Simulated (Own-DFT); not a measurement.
Si3N4 (beta silicon nitride, atoms displaced) (calculated)

All values are calculated (Own-DFT development build). A calculation, not a measurement: plane-wave PBE density functional theory by an unreviewed code, no spin, of a simulated periodic cell, stress positive in tension, free energy of the whole cell less one offset for each atom, some atoms lie very close together; forces on such cells moved up to 12 meV/angstrom on a denser k mesh; offsets are fitted by least squares, one for each functional and potential file, so energies compare only between cells with the same atoms and settings and are not formation energies; the far tail of each file's local potential was reset to the Coulomb form; each entry is a single point on an unrelaxed cell, so the pressure reflects the starting lattice, mostly measured values (interpolated for alloys), from which strain is counted, and rises with the displacements; printed positions are rounded, which can move forces by about a meV/angstrom; the program, named Own-DFT, is a retired in-house code; no spin-orbit coupling; before rounding, a Quantum ESPRESSO 7.3.1 run of the same cell and cutoff gave forces within 1 meV/angstrom rms on each cell, which checks the program and not the settings.

Settings shared by all entries: functional PBE; potential files PseudoDojo norm-conserving, scalar-relativistic, standard set; wave cutoff 42 hartree; occupations Fermi-Dirac; smearing width 0.1 eV; k mesh 2 x 2 x 4 centred on Gamma.

(1) Si3N4 (beta silicon nitride, atoms displaced)

```cif
# cell vector a (Å): 15.2120 0.0000 0.0000
# cell vector b (Å): -7.6060 13.1740 0.0000
# cell vector c (Å): 0.0000 0.0000 5.8180
data_Si3N4
_symmetry_space_group_name_H-M 'P 1'
_symmetry_Int_Tables_number 1
_cell_length_a 15.2120
_cell_length_b 15.2120
_cell_length_c 5.8180
_cell_angle_alpha 90.000
_cell_angle_beta 90.000
_cell_angle_gamma 120.000
_cell_volume 1165.94
loop_
_atom_site_label
_atom_site_type_symbol
_atom_site_fract_x
_atom_site_fract_y
_atom_site_fract_z
_atom_site_occupancy
Si1 Si 0.09187 0.40406 0.13697 1
Si2 Si 0.11273 0.20095 0.14405 1
Si3 Si 0.29801 0.41349 0.17659 1
Si4 Si 0.40855 0.11880 0.37961 1
Si5 Si 0.37758 0.29377 0.32908 1
Si6 Si 0.20053 0.07021 0.36666 1
N1 N 0.18638 0.03401 0.14483 1
N2 N 0.47291 0.14865 0.13008 1
N3 N 0.34983 0.33294 0.09689 1
N4 N 0.32158 0.46983 0.35098 1
N5 N 0.01178 0.34807 0.33187 1
N6 N 0.14120 0.16461 0.35373 1
N7 N 0.17700 0.32906 0.06643 1
N8 N 0.33533 0.16434 0.39661 1
Si7 Si 0.07563 0.38493 0.60174 1
Si8 Si 0.12338 0.21299 0.66676 1
Si9 Si 0.31338 0.42457 0.61573 1
Si10 Si 0.39073 0.10350 0.84237 1
Si11 Si 0.37758 0.30707 0.85710 1
Si12 Si 0.21259 0.09221 0.87549 1
N9 N 0.17683 0.02011 0.62286 1
N10 N 0.48498 0.14967 0.58673 1
N11 N 0.34965 0.33763 0.69139 1
N12 N 0.34304 0.47281 0.81165 1
N13 N 0.01905 0.35329 0.90199 1
N14 N 0.16255 0.19024 0.89661 1
N15 N 0.16470 0.32427 0.62473 1
N16 N 0.34169 0.17641 0.88058 1
Si13 Si 0.05933 0.87263 0.11162 1
Si14 Si 0.11170 0.70580 0.10732 1
Si15 Si 0.28188 0.90191 0.11557 1
Si16 Si 0.41618 0.60809 0.40144 1
Si17 Si 0.38657 0.80175 0.35177 1
Si18 Si 0.20543 0.57177 0.38302 1
N17 N 0.14995 0.52112 0.16384 1
N18 N 0.48395 0.65714 0.13649 1
N19 N 0.35538 0.82595 0.14821 1
N20 N 0.34289 0.97872 0.36028 1
N21 N 0.02140 0.85535 0.37723 1
N22 N 0.16339 0.69264 0.40065 1
N23 N 0.16730 0.83555 0.13740 1
N24 N 0.32636 0.65978 0.41073 1
Si19 Si 0.09326 0.89609 0.63283 1
Si20 Si 0.11778 0.69463 0.62676 1
Si21 Si 0.30183 0.89523 0.64663 1
Si22 Si 0.41699 0.61630 0.88178 1
Si23 Si 0.39780 0.81363 0.85746 1
Si24 Si 0.18556 0.58189 0.84431 1
N25 N 0.16932 0.50000 0.66487 1
N26 N 0.49878 0.64341 0.62238 1
N27 N 0.33800 0.83291 0.60368 1
N28 N 0.35021 0.99167 0.85877 1
N29 N 0.01505 0.85149 0.86763 1
N30 N 0.13517 0.65305 0.87867 1
N31 N 0.15906 0.84841 0.61181 1
N32 N 0.33943 0.66032 0.81958 1
Si25 Si 0.60850 0.40699 0.14601 1
Si26 Si 0.61541 0.20353 0.07463 1
Si27 Si 0.80711 0.41257 0.16569 1
Si28 Si 0.90945 0.11486 0.36330 1
Si29 Si 0.88949 0.30946 0.37589 1
Si30 Si 0.70140 0.08807 0.40846 1
N33 N 0.65109 0.99651 0.14742 1
N34 N 0.97318 0.15474 0.08548 1
N35 N 0.85293 0.32920 0.13740 1
N36 N 0.83858 0.48593 0.41578 1
N37 N 0.51326 0.32203 0.36514 1
N38 N 0.66318 0.19040 0.35938 1
N39 N 0.66467 0.34459 0.14696 1
N40 N 0.83659 0.16845 0.36504 1
Si31 Si 0.58210 0.38392 0.60328 1
Si32 Si 0.63918 0.21644 0.59400 1
Si33 Si 0.80012 0.40573 0.65895 1
Si34 Si 0.93009 0.13521 0.88622 1
Si35 Si 0.90110 0.30884 0.88214 1
Si36 Si 0.69647 0.08679 0.87365 1
N41 N 0.66123 0.00575 0.57497 1
N42 N 0.99284 0.16670 0.60990 1
N43 N 0.86360 0.35883 0.64854 1
N44 N 0.83822 0.49186 0.83305 1
N45 N 0.49490 0.34788 0.84015 1
N46 N 0.62685 0.14465 0.87949 1
N47 N 0.65916 0.34161 0.61973 1
N48 N 0.85044 0.16588 0.89672 1
Si37 Si 0.59988 0.89714 0.15639 1
Si38 Si 0.61504 0.71777 0.13546 1
Si39 Si 0.81018 0.92142 0.13785 1
Si40 Si 0.90613 0.61518 0.36341 1
Si41 Si 0.87686 0.80244 0.37243 1
Si42 Si 0.69978 0.57588 0.35572 1
N49 N 0.66706 0.52716 0.07874 1
N50 N 0.00095 0.65382 0.16863 1
N51 N 0.84020 0.83029 0.13934 1
N52 N 0.81793 0.98195 0.36953 1
N53 N 0.53094 0.85003 0.37338 1
N54 N 0.64825 0.66977 0.37150 1
N55 N 0.66381 0.82880 0.10724 1
N56 N 0.82484 0.65238 0.41164 1
Si43 Si 0.61547 0.91105 0.55639 1
Si44 Si 0.62572 0.70777 0.64392 1
Si45 Si 0.79340 0.91287 0.64366 1
Si46 Si 0.92968 0.59659 0.85521 1
Si47 Si 0.88557 0.81477 0.86191 1
Si48 Si 0.70186 0.58856 0.87980 1
N57 N 0.64945 0.49458 0.62728 1
N58 N 0.98480 0.65039 0.58544 1
N59 N 0.84259 0.81270 0.64108 1
N60 N 0.83417 0.99626 0.91614 1
N61 N 0.52293 0.85208 0.87167 1
N62 N 0.64461 0.67018 0.84704 1
N63 N 0.65479 0.82383 0.66368 1
N64 N 0.82523 0.65445 0.88733 1
```

* free energy of cell above offsets: 113.182 eV
* pressure: 36.65 GPa
* stress xx: -22.52 GPa
* stress yy: -39.42 GPa
* stress zz: -48.02 GPa
* stress yz: -4.92 GPa
* stress xz: -7.18 GPa
* stress xy: 5.83 GPa

Force:
```
element  x (eV/Å)  y (eV/Å)  z (eV/Å)
     Si     6.114    -6.205    -5.394
     Si     -4.02     3.939    -5.895
     Si     1.825    -26.64    -37.75
     Si     3.509    -3.982    -3.871
     Si     4.949    -2.971      4.97
     Si    -0.991     13.12     15.46
      N    -0.972     -11.1    -20.63
      N     3.805     1.082    -4.718
      N     -4.11     3.403     7.439
      N    -0.872     26.02     30.25
      N     -1.51    -0.609     7.618
      N     5.393    -4.401     10.04
      N     -4.19     4.454     4.152
      N    -7.057     1.747    -0.667
     Si     5.497    -5.345     2.871
     Si    -0.665    -6.074    -6.815
     Si    -3.328    -19.29    -18.42
     Si     5.557     11.69     0.674
     Si     24.08    -16.89     28.69
     Si    -1.137     2.999     1.276
      N    -2.051    -0.071     3.251
      N     3.455     0.927     6.481
      N    -24.45     12.85    -41.73
      N    -0.109     20.73     29.05
      N     2.004     2.326    -4.082
      N     4.867    -6.832     0.756
      N    -3.193     11.83    -3.318
      N    -3.773    -1.849    -0.288
     Si     8.492      3.79     5.491
     Si     7.371     4.455     4.741
     Si     8.203     8.069     2.607
     Si    -1.237     3.145     -1.72
     Si     9.341    -6.444      15.9
     Si     0.643      7.94      7.06
      N    -1.452     1.623    -7.552
      N    -0.691    -2.001     0.569
      N    -10.09     4.868    -18.54
      N    -1.443    -0.576      0.79
      N    -5.393    -1.175      0.94
      N     5.926    -3.775    -8.757
      N    -7.352    -4.503    -2.232
      N     3.338      0.58    -2.458
     Si    -3.744     0.636     -1.24
     Si    -8.266     4.302     1.449
     Si    -23.74     20.26    -0.846
     Si     1.327    -2.146    -2.285
     Si     2.628    -3.428     1.408
     Si     6.497     4.425     6.331
      N    -0.847    -1.102    -6.697
      N    -4.502    -1.705     0.748
      N     22.21    -15.88    -1.725
      N     0.104    -13.51     1.553
      N    -4.425    -0.373    -3.735
      N    -0.846     0.747    -0.134
      N     11.26    -6.062     2.138
      N    -5.571     1.509     2.828
     Si    -7.927     -5.65    -2.534
     Si    -9.781     4.294     10.79
     Si    -4.111     0.112    -1.213
     Si     1.894     1.749     0.816
     Si     1.113    -4.845     3.781
     Si     0.444     11.12    -12.79
      N     0.942     35.52    -2.374
      N     17.28     6.795     33.16
      N    -3.784     2.648    -4.214
      N     0.523    -1.652    -4.593
      N    -2.729     3.807    -2.424
      N      5.95    -4.607    -6.316
      N     9.373    -2.732    -2.079
      N    -3.636     1.048     1.848
     Si    -7.017    -10.35     2.931
     Si     -10.4     0.307     6.404
     Si    -14.11     2.256    -5.699
     Si    -6.188    -10.58    -30.66
     Si    -3.657    -4.758     0.712
     Si     3.894    -1.474     2.455
      N    -0.345     34.48     14.04
      N     -1.45    -2.602     0.981
      N     13.05    -8.568    -1.603
      N    -1.273    -3.711     9.049
      N     9.135     3.846     1.184
      N     4.894    -2.155    -7.937
      N     10.42    -3.793     1.987
      N    -15.46     4.482    -1.974
     Si    -0.137    -30.72    -9.429
     Si     2.412    -11.33    -0.151
     Si    -4.748    -3.885    -2.507
     Si     1.395    -0.901     1.107
     Si     4.927    -5.076     2.897
     Si    -3.216     2.901     3.537
      N    -1.115    -9.009     15.65
      N    -8.704    -5.626    -3.816
      N     1.259     1.263    -3.706
      N     1.705     2.043     5.311
      N    -7.521    -4.681     0.881
      N     2.928    -1.005    -0.505
      N     0.922     12.53     0.928
      N    -1.838     3.948    -1.918
     Si     0.686    -44.55     6.233
     Si     -5.76     1.045    -15.23
     Si    -1.692    -0.927     1.447
     Si    -2.392     10.21      0.52
     Si     7.036    -6.801     13.08
     Si    -1.493     9.012    -15.58
      N     1.024     14.82    -1.696
      N     3.124     0.321     6.206
      N    -8.585     4.684    -11.86
      N     1.542    -1.115    -5.807
      N    -0.696      1.98    -0.339
      N     9.727    -6.641     17.11
      N     2.022     9.184    -2.411
      N     3.777     4.838     0.286
```

(2) Si3N4 (beta silicon nitride, atoms displaced)

```cif
# cell vector a (Å): 15.2120 0.0000 0.0000
# cell vector b (Å): -7.6060 13.1740 0.0000
# cell vector c (Å): 0.0000 0.0000 5.8180
data_Si3N4
_symmetry_space_group_name_H-M 'P 1'
_symmetry_Int_Tables_number 1
_cell_length_a 15.2120
_cell_length_b 15.2120
_cell_length_c 5.8180
_cell_angle_alpha 90.000
_cell_angle_beta 90.000
_cell_angle_gamma 120.000
_cell_volume 1165.94
loop_
_atom_site_label
_atom_site_type_symbol
_atom_site_fract_x
_atom_site_fract_y
_atom_site_fract_z
_atom_site_occupancy
Si1 Si 0.08439 0.37699 0.14020 1
Si2 Si 0.13640 0.18518 0.13176 1
Si3 Si 0.30268 0.42487 0.12078 1
Si4 Si 0.39778 0.12771 0.39893 1
Si5 Si 0.37347 0.29769 0.33439 1
Si6 Si 0.21014 0.09350 0.37250 1
N1 N 0.16932 0.02140 0.12894 1
N2 N 0.46984 0.11889 0.14173 1
N3 N 0.34484 0.33948 0.10272 1
N4 N 0.33094 0.48520 0.40406 1
N5 N 0.01682 0.33404 0.37604 1
N6 N 0.14565 0.17305 0.34445 1
N7 N 0.18111 0.34016 0.16562 1
N8 N 0.31336 0.16943 0.37647 1
Si7 Si 0.11288 0.39952 0.57482 1
Si8 Si 0.09574 0.19469 0.63969 1
Si9 Si 0.30405 0.42802 0.66000 1
Si10 Si 0.42758 0.12572 0.85877 1
Si11 Si 0.38595 0.30948 0.87621 1
Si12 Si 0.18780 0.10076 0.87016 1
N9 N 0.16534 0.03166 0.62381 1
N10 N 0.50261 0.17056 0.65072 1
N11 N 0.34251 0.32326 0.57539 1
N12 N 0.32054 0.47941 0.86640 1
N13 N 0.01911 0.33847 0.91212 1
N14 N 0.14067 0.16202 0.88733 1
N15 N 0.16711 0.34042 0.63297 1
N16 N 0.33245 0.15427 0.93292 1
Si13 Si 0.09912 0.87357 0.13207 1
Si14 Si 0.12299 0.69646 0.08584 1
Si15 Si 0.29069 0.92241 0.12277 1
Si16 Si 0.41437 0.62005 0.38718 1
Si17 Si 0.37516 0.78622 0.39438 1
Si18 Si 0.17946 0.56860 0.37195 1
N17 N 0.16816 0.51750 0.09969 1
N18 N 0.48556 0.66016 0.13958 1
N19 N 0.36567 0.84416 0.13467 1
N20 N 0.33771 0.97249 0.41284 1
N21 N 0.04355 0.87796 0.37145 1
N22 N 0.14279 0.66717 0.36229 1
N23 N 0.15793 0.82558 0.07882 1
N24 N 0.34430 0.67087 0.39644 1
Si19 Si 0.08785 0.87738 0.67188 1
Si20 Si 0.12127 0.71693 0.62398 1
Si21 Si 0.29463 0.90159 0.60706 1
Si22 Si 0.40932 0.61662 0.86079 1
Si23 Si 0.36053 0.81202 0.87246 1
Si24 Si 0.20019 0.58262 0.83314 1
N25 N 0.18713 0.51071 0.63895 1
N26 N 0.48499 0.65884 0.59852 1
N27 N 0.35487 0.82415 0.61879 1
N28 N 0.33703 0.98068 0.86425 1
N29 N 0.00091 0.84812 0.87301 1
N30 N 0.14865 0.65783 0.88350 1
N31 N 0.15323 0.82428 0.63006 1
N32 N 0.31491 0.63695 0.92164 1
Si25 Si 0.59668 0.40453 0.09010 1
Si26 Si 0.61610 0.21656 0.11124 1
Si27 Si 0.79856 0.42529 0.13075 1
Si28 Si 0.91879 0.10614 0.36131 1
Si29 Si 0.88807 0.29460 0.34182 1
Si30 Si 0.71899 0.10165 0.38080 1
N33 N 0.66361 0.03690 0.13257 1
N34 N 0.94914 0.12265 0.10117 1
N35 N 0.85986 0.35165 0.11055 1
N36 N 0.85467 0.49617 0.34204 1
N37 N 0.51884 0.35295 0.37453 1
N38 N 0.62162 0.16050 0.39933 1
N39 N 0.67319 0.32799 0.13639 1
N40 N 0.83444 0.15165 0.35720 1
Si31 Si 0.58880 0.40131 0.63697 1
Si32 Si 0.60316 0.22264 0.68084 1
Si33 Si 0.79278 0.40496 0.63487 1
Si34 Si 0.91805 0.12076 0.85724 1
Si35 Si 0.87559 0.29617 0.87762 1
Si36 Si 0.70618 0.08543 0.81061 1
N41 N 0.65411 0.00143 0.63577 1
N42 N 0.98939 0.16110 0.65497 1
N43 N 0.84157 0.32947 0.63218 1
N44 N 0.83687 0.48225 0.86763 1
N45 N 0.49045 0.33012 0.87987 1
N46 N 0.66148 0.18091 0.90694 1
N47 N 0.64425 0.31085 0.58845 1
N48 N 0.84618 0.16782 0.88699 1
Si37 Si 0.58818 0.87487 0.10315 1
Si38 Si 0.61162 0.69490 0.15844 1
Si39 Si 0.80284 0.92098 0.13398 1
Si40 Si 0.90808 0.62359 0.38747 1
Si41 Si 0.88300 0.78992 0.36241 1
Si42 Si 0.71674 0.58587 0.35229 1
N49 N 0.66101 0.49501 0.11356 1
N50 N 0.98463 0.66354 0.11404 1
N51 N 0.84939 0.84296 0.07377 1
N52 N 0.83855 0.99858 0.40010 1
N53 N 0.53064 0.85974 0.36468 1
N54 N 0.64476 0.66442 0.37037 1
N55 N 0.66510 0.83664 0.15548 1
N56 N 0.82508 0.66791 0.41798 1
Si43 Si 0.57073 0.89028 0.62396 1
Si44 Si 0.62039 0.68204 0.68199 1
Si45 Si 0.80250 0.89869 0.65988 1
Si46 Si 0.89314 0.61127 0.85853 1
Si47 Si 0.86977 0.78389 0.84280 1
Si48 Si 0.72048 0.59023 0.88627 1
N57 N 0.66054 0.51631 0.62958 1
N58 N 0.97591 0.63990 0.60150 1
N59 N 0.84081 0.82979 0.61301 1
N60 N 0.83054 0.97293 0.85397 1
N61 N 0.49316 0.85124 0.84911 1
N62 N 0.64484 0.65317 0.91378 1
N63 N 0.67078 0.83791 0.60139 1
N64 N 0.84345 0.68158 0.89043 1
```

* free energy of cell above offsets: 107.106 eV
* pressure: 32.92 GPa
* stress xx: -26 GPa
* stress yy: -39.36 GPa
* stress zz: -33.4 GPa
* stress yz: -1.72 GPa
* stress xz: 1.08 GPa
* stress xy: -0.96 GPa

Force:
```
element  x (eV/Å)  y (eV/Å)  z (eV/Å)
     Si     4.994     1.399    -3.126
     Si     -14.9     12.69    -23.74
     Si    -2.392    -1.545     4.988
     Si     5.945    -1.344    -2.203
     Si     5.003     1.623     1.722
     Si    -13.54    -12.42     0.172
      N    -0.164    -1.914    -1.777
      N    -0.489     3.628    -0.168
      N    -0.714     1.006    -0.024
      N     1.414     2.885    -3.846
      N    -1.948     1.112     2.573
      N     7.689      -7.4     37.98
      N    -2.927    -2.143    -1.723
      N     13.54     10.29     0.497
     Si    -6.589    -8.623     2.277
     Si        13      9.54    -3.057
     Si     1.097    -14.31    -19.21
     Si    -5.441    -4.435     7.473
     Si    -9.515    -7.038    -5.751
     Si     18.52    -10.94    -0.786
      N     0.012    -2.852      1.58
      N    -24.46    -14.84      -5.9
      N    -2.921      3.38      8.74
      N     1.688     11.07     15.14
      N    -4.298    -0.417    -5.291
      N      -8.3     5.337    -8.853
      N      7.08    -5.425     1.795
      N    -3.023     3.225    -3.103
     Si     -15.4     7.459     0.915
     Si    -9.423     3.318     11.87
     Si     3.966    -0.325     0.611
     Si    -1.151     -3.64    -5.009
     Si     6.473     2.162    -9.214
     Si     2.874     4.097      -3.2
      N    -2.036    -2.509     4.179
      N     0.241    -1.983    -3.554
      N    -5.434     0.692     3.893
      N    -2.151     8.299    -10.55
      N    -4.157    -4.336     3.612
      N     1.979    -0.904     2.082
      N     13.27    -3.649    -1.139
      N    -5.397    -3.534    -0.042
     Si    -6.272     5.725    -4.525
     Si     0.697    -15.47    -1.915
     Si    -0.943    -3.429     9.936
     Si     0.514     2.349      1.33
     Si     8.854    -3.136     7.543
     Si    -0.562     2.984     9.304
      N    -1.713     2.489    -7.597
      N     5.442     0.276     9.934
      N    -9.587         4     -2.36
      N    -0.085    -1.039    -1.646
      N      3.28     0.695     0.894
      N     3.432    -2.184    -12.87
      N     3.968     9.901    -0.329
      N     1.234     5.937    -1.335
     Si    -10.91    -49.69    -1.308
     Si      0.03    -13.41     6.702
     Si     1.266    -6.298    -2.628
     Si    -0.482     7.584     1.192
     Si    -1.068    -1.178     2.259
     Si    -9.836    -4.686     -1.82
      N      1.34    -3.509    -3.326
      N     9.002     2.683     5.765
      N    -0.078    -0.663     2.536
      N    -2.471     0.514       5.8
      N     -1.85     0.369    -2.263
      N     4.531     0.264    -0.083
      N    -3.159     13.72    -0.553
      N     3.557     8.287     1.214
     Si    -1.426    -11.88    -1.954
     Si     27.12    -21.59     12.63
     Si    -1.684    -1.305    -3.498
     Si    -5.025    -6.368     0.761
     Si      5.57    -1.227    -0.061
     Si    -0.214      6.32     12.52
      N     1.727     5.597    -4.868
      N    -6.637    -3.367    -8.667
      N      2.06    -0.086    -3.082
      N    -2.241     1.421    -0.339
      N     15.14     7.325    -0.205
      N     0.857    -1.106    -5.777
      N     0.361     40.45    -11.38
      N    -8.789     1.348    -2.764
     Si    -6.604     4.666     0.344
     Si    -5.881     6.008    -5.867
     Si    -2.639     0.997     0.226
     Si     3.081    -0.838    -6.796
     Si    -0.365      7.63    -1.985
     Si    -9.599      -4.2     0.981
      N     11.48     47.78     4.209
      N    -1.141    -1.355    -0.791
      N     2.158    -3.167     4.437
      N     0.249    -13.55     1.092
      N    -5.442     -2.99    -1.756
      N     8.276    -5.276     9.306
      N     6.281    -2.598    -1.341
      N     5.128     1.529      0.23
     Si     2.845    -6.904    -0.689
     Si    -7.799     7.083    -12.08
     Si     -13.7     4.946    -6.866
     Si     10.36     0.663     0.864
     Si    -1.945      17.8     0.729
     Si    -5.113    -2.337     -0.65
      N     2.552     8.425    -0.246
      N     2.679     2.657     6.976
      N     11.07    -8.713    -4.686
      N     -0.34     7.586      7.28
      N     2.117    -0.374      2.91
      N     5.027    -3.158     4.612
      N     0.658    -3.309     3.004
      N    -0.347    -14.33     2.548
```
